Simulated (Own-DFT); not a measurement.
# Response to strain: 2H SiC, 72 atoms (C36Si36)

All numbers below are calculated, not measured. The program, named Own-DFT, is a retired in-house plane-wave density functional code that no person has reviewed. Each row is one single-point run on a periodic cell that was not relaxed, without spin or spin-orbit coupling.

Settings of every run: PBE; PseudoDojo norm-conserving scalar-relativistic files; cutoff 42 hartree; 4 x 4 x 3 k mesh centred on Gamma; Fermi-Dirac smearing of 0.1 eV.

Known limits: forces on such cells passed a denser k mesh, each cell not checked; stress not checked against mesh or cutoff.

Unstrained cell vectors in Å: (9.248, 0.000, 0.000); (-4.624, 8.009, 0.000); (0.000, 0.000, 10.068). The unstrained cell has measured lattice constants (interpolated for alloys), not those of this functional. That, the random moves and any unrelaxed bonds set the pressure at no strain. Each run strains this cell uniformly, with the atoms carried along. Every atom was also moved at random, by a Gaussian of width 0.05 Å on each axis. Strain is the symmetric tensor, in per cent. Stress is positive in tension, and the pressure is minus a third of its trace.

| run | e_xx (%) | e_yy (%) | e_zz (%) | e_yz (%) | e_xz (%) | e_xy (%) | s_xx (GPa) | s_yy (GPa) | s_zz (GPa) | s_yz (GPa) | s_xz (GPa) | s_xy (GPa) | P (GPa) | E (meV/atom) |
|---|---|---|---|---|---|---|---|---|---|---|---|---|---|---|
| 1 | 0.59 | 0.06 | -1.12 | -1.43 | 0.58 | 0.71 | -2.93 | -1.66 | -14.64 | -4.33 | 1.58 | 1.93 | 6.41 | 19.0 |
| 2 | -1.62 | 1.53 | 1.78 | 0.72 | 0.82 | -1.15 | -10.50 | 2.45 | 3.28 | 2.66 | 2.61 | -4.24 | 1.59 | 0.0 |
| 3 | -1.34 | -0.13 | 0.83 | 1.34 | -0.86 | -0.56 | -12.99 | -4.79 | -3.63 | 4.04 | -4.41 | -3.81 | 7.14 | 11.4 |
| 4 | 0.72 | 1.78 | -0.56 | 1.66 | 1.48 | 1.52 | 1.21 | 4.95 | -11.68 | 5.38 | 4.36 | 7.05 | 1.84 | 36.6 |
| 5 | 0.15 | 1.69 | -1.08 | 1.28 | -0.77 | 0.81 | -4.39 | 4.05 | -11.44 | 4.46 | -3.44 | 4.76 | 3.92 | 14.4 |
| 6 | -0.23 | 1.33 | -0.72 | -1.29 | 1.47 | -0.09 | -4.89 | 1.97 | -11.97 | -4.64 | 5.64 | 0.00 | 4.96 | 25.1 |
| 7 | 0.31 | -0.81 | -1.69 | 0.80 | 0.42 | 0.73 | -4.77 | -8.61 | -17.74 | 2.42 | 1.82 | 3.17 | 10.37 | 14.6 |
| 8 | 0.69 | -1.18 | 0.10 | -1.72 | -1.23 | 0.20 | -0.21 | -12.27 | -7.66 | -5.69 | -4.31 | -0.19 | 6.71 | 32.2 |
| 9 | 0.75 | 0.98 | -0.20 | -1.81 | 1.75 | -1.20 | -1.00 | 1.24 | -7.60 | -5.26 | 7.37 | -3.90 | 2.45 | 27.5 |
| 10 | -0.79 | 1.14 | -0.40 | 1.26 | -0.42 | 0.67 | -9.71 | 1.62 | -9.50 | 4.17 | -1.33 | 5.50 | 5.87 | 8.8 |
| 11 | -1.53 | -1.10 | 0.80 | -0.20 | 1.01 | 1.21 | -15.03 | -13.15 | -3.71 | -1.82 | 4.96 | 8.08 | 10.63 | 43.7 |
| 12 | -1.92 | 0.02 | -1.73 | 0.65 | -1.37 | 0.78 | -18.59 | -7.06 | -19.16 | 2.82 | -3.73 | 5.24 | 14.94 | 39.3 |
| 13 | -1.74 | 0.86 | 0.87 | -0.90 | -1.66 | 1.18 | -13.90 | 0.04 | -3.24 | -2.88 | -5.46 | 5.26 | 5.70 | 14.1 |
| 14 | -1.36 | 0.16 | 1.25 | 0.86 | 1.65 | 1.01 | -9.86 | -4.37 | -1.12 | 2.36 | 5.37 | 6.38 | 5.12 | 7.0 |
| 15 | 0.63 | -0.73 | -1.04 | -0.61 | 0.13 | -1.31 | -1.39 | -10.39 | -14.11 | -2.52 | 0.30 | -7.14 | 8.63 | 25.4 |
| 16 | -1.28 | 1.59 | 0.26 | 0.58 | -0.64 | 0.15 | -10.04 | 3.38 | -5.64 | 1.71 | -1.37 | 0.78 | 4.10 | 5.5 |
| 17 | -1.67 | 1.21 | 0.50 | 1.89 | 0.56 | -1.53 | ? | ? | ? | ? | ? | ? | ? | ? |

E is the free energy for each atom above the lowest run shown.

## Worked fit

Each stress component was fitted by least squares to a constant and the strains of the runs shown, as fractions, with shears doubled. Shear strains stay in the fit of a normal stress only where such slopes are resolved. The slopes, in GPa:

| stress | at no strain | per e_xx | per e_yy | per e_zz | scatter |
|---|---|---|---|---|---|
| s_xx | -4.5 | 625 ± 31 | 76 ± 26 | 130 ± 31 | 1.06 |
| s_yy | -4.9 | 58 ± 37 | 574 ± 31 | 12 ± 36 | 1.25 |
| s_zz | -7.8 | 34 ± 25 | 52 ± 21 | 590 ± 24 | 0.84 |

Each shear stress against twice its own strain: yz 159 ± 6, xz 186 ± 9, xy 240 ± 19 GPa. These are stiffnesses along x, y and z of the frame in which the cell vectors are given, which need not be the crystal's axes. The atoms are held to the strained lattice; where symmetry lets them move under strain, relaxing them would lower some slopes. The table should be nearly symmetric about its diagonal, and what it lacks of that shows the noise. A ninth of its sum, 239 ± 7 GPa, estimates the bulk modulus near the mean pressure of these runs, 6.3 GPa, so it lies above the value at zero pressure.

## Withheld run

Question: what normal stresses and pressure should run 17 give?

The fit gives s_xx = -13.3, s_yy = 1.1, s_zz = -4.8 and P = 5.7 GPa. The calculation gave -14.41, 0.04, -5.17 and P = 6.51 GPa.
